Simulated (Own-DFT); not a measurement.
# Biaxial strain at fixed height in wurtzite GaN, 72 atoms (Ga36N36)

Everything here is calculated. The program is Own-DFT (plane waves, in-house, since retired, never reviewed by a person); positions were held fixed, and spin and spin-orbit coupling were off.

Settings: PBE; PseudoDojo norm-conserving scalar-relativistic files (stringent for Ga); cutoff 96 hartree; 4 x 4 x 3 k mesh centred on Gamma; Gaussian smearing of 0.01 eV.

Keep in mind: forces not confirmed at this smearing and k mesh; stress not checked against mesh or cutoff.

Unstrained cell vectors in Å: (9.567, 0.000, 0.000); (-4.784, 8.285, 0.000); (0.000, 0.000, 10.370). The unstrained cell has measured lattice constants (interpolated for alloys), not those of this functional. That, the random moves and any unrelaxed bonds set the pressure at no strain. Each run strains x and y alike by e, as a substrate would, and holds the height along z. Random moves of width 0.05 Å per axis were added to every atom. Stress is positive in tension.

```
e (%),u (Å),(s_xx + s_yy)/2 (GPa),s_zz (GPa)
-3.00,0.050,-27.38,-10.93
-2.75,0.045,-24.10,-11.22
-2.50,0.051,-23.60,-9.73
-1.00,0.049,?,?
1.50,0.054,0.10,-5.46
1.75,0.048,1.71,-4.98
2.00,0.050,2.14,-4.07
2.25,0.050,3.81,-5.14
2.50,0.051,4.69,-4.69
3.00,0.048,6.46,-2.45
```

## Analysis

With e as a fraction, the in-plane stress is -7.4 + 556 e - 3123 e² GPa (errors 8 and 816, scatter 0.51), and s_zz is -7.2 + 127 e GPa (slope ± 9, scatter 0.66). At e = 0 the first slope is C11 + C12 and the second 2 C13, both with the ions held to the strained lattice and at the cell's own pressure. The term in e² is negative: the layer stiffens under compression and softens under tension. A free layer would change its height as e changes, and the in-plane slope would drop by 2 C13²/C33 to the biaxial modulus. At fixed height, a misfit of 1 % moves the in-plane stress by about 5.6 GPa and s_zz by 1.3 GPa.

## The run left out

The question: what are the two stresses at e = -1.00 %?

The fitted form gives -13.2 and -8.5 GPa. The calculation gave -12.42 and -9.21 GPa.
